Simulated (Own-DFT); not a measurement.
# Strain and stress in hcp Ru, 36 atoms (Ru36)

All numbers below are calculated, not measured. They come from Own-DFT, an in-house plane-wave density functional program, since retired, whose code no person has reviewed. Each row is one single-point run on a periodic cell that was not relaxed, without spin or spin-orbit coupling.

Settings of every run: PBE; PseudoDojo norm-conserving scalar-relativistic files; cutoff 50 hartree; 5 x 5 x 4 k mesh centred on Gamma; cold (Marzari-Vanderbilt) smearing of 0.2 eV.

Known limits: forces on such cells failed a check on a denser k mesh; stress not checked against mesh or cutoff.

Unstrained cell vectors in Å: (8.118, 0.000, 0.000); (-4.059, 7.030, 0.000); (0.000, 0.000, 8.563). The unstrained cell has measured lattice constants (interpolated for alloys), not those of this functional. That, the random moves and any unrelaxed bonds set the pressure at no strain. Each run strains this cell uniformly, with the atoms carried along. Every atom was also moved at random, by a Gaussian of width 0.05 Å on each axis. Strain is the symmetric tensor, in per cent. Stress is positive in tension, and the pressure is minus a third of its trace.

```
run,e_xx (%),e_yy (%),e_zz (%),e_yz (%),e_xz (%),e_xy (%),s_xx (GPa),s_yy (GPa),s_zz (GPa),s_yz (GPa),s_xz (GPa),s_xy (GPa),P (GPa),E (meV/atom)
1,-1.19,-0.55,-0.44,0.38,1.58,0.88,-16.97,-14.39,-14.75,1.42,6.44,3.41,15.37,37.1
2,-1.15,1.95,0.39,1.39,-0.19,-0.48,-9.81,2.02,-3.84,4.90,-0.18,-2.21,3.88,15.1
3,1.18,-1.16,-0.52,0.03,-0.21,-0.88,-2.79,-12.99,-10.42,0.32,-0.32,-3.96,8.73,1.5
4,-0.03,1.84,1.95,1.25,-0.16,-0.30,-1.15,6.37,7.68,3.78,-0.62,-1.10,-4.30,8.9
5,1.09,0.03,0.03,-1.78,-0.12,-0.06,-0.64,-5.63,-4.48,-6.69,-0.25,0.38,3.58,5.4
6,-1.20,-1.18,-1.00,-0.56,0.04,1.32,-19.38,-19.71,-19.25,-2.60,0.45,6.08,19.45,36.2
7,1.44,1.64,0.53,-1.10,-1.39,1.68,3.53,4.48,-0.33,-3.09,-4.79,5.89,-2.56,35.1
8,-0.51,0.41,1.36,-0.76,-0.91,1.30,-7.43,-2.90,0.48,-2.64,-3.45,5.37,3.28,8.3
9,-1.22,0.21,-0.78,-1.31,0.53,1.01,-17.03,-10.95,-16.25,-5.46,2.71,3.94,14.74,47.9
10,1.39,-1.09,0.55,0.21,1.88,0.79,-1.83,-10.86,-4.10,0.57,6.94,3.27,5.60,31.1
11,0.29,-1.91,1.46,-0.81,0.15,-0.35,-7.32,-17.25,-0.65,-3.03,0.53,-2.14,8.41,31.3
12,1.77,-0.73,1.40,-0.13,-0.51,-0.90,3.78,-5.70,4.20,-0.29,-1.65,-3.70,-0.76,0.0
13,-1.98,-0.96,0.61,-1.92,0.70,-0.80,-21.60,-17.39,-10.17,-7.40,3.23,-3.33,16.39,49.9
14,0.10,1.25,1.64,-0.20,-0.41,0.62,-1.68,2.87,4.85,-0.80,-1.14,2.34,-2.02,7.0
15,-0.56,-1.99,1.38,1.76,-1.32,-1.90,-13.05,-20.15,-3.58,6.34,-4.43,-8.34,12.26,50.4
16,1.23,0.69,-1.35,-0.23,-0.72,0.50,?,?,?,?,?,?,?,?
```

E is the free energy for each atom above the lowest run shown.

## Worked fit

Each stress component was fitted by least squares to a constant and the strains of the runs shown, as fractions, with shears doubled. Shear strains stay in the fit of a normal stress only where such slopes are resolved. The slopes, in GPa:

```
stress,at no strain,per e_xx,per e_yy,per e_zz,scatter
s_xx,-8.0,607 ± 18,198 ± 16,175 ± 24,0.80
s_yy,-8.1,212 ± 18,614 ± 16,173 ± 23,0.77
s_zz,-8.2,213 ± 17,160 ± 16,667 ± 22,0.76
```

Each shear stress against twice its own strain: yz 183 ± 6, xz 184 ± 4, xy 203 ± 9 GPa. These are stiffnesses along x, y and z of the frame in which the cell vectors are given, which need not be the crystal's axes. The atoms are held to the strained lattice; where symmetry lets them move under strain, relaxing them would lower some slopes. The table should be nearly symmetric about its diagonal, and what it lacks of that shows the noise. A ninth of its sum, 335 ± 8 GPa, estimates the bulk modulus near the mean pressure of these runs, 6.8 GPa, so it lies above the value at zero pressure.

## Withheld run

Question: what normal stresses and pressure should run 16 give?

The fit gives s_xx = -1.5, s_yy = -3.6, s_zz = -13.4 and P = 6.2 GPa. The calculation gave -0.45, -4.18, -12.72 and P = 5.78 GPa.
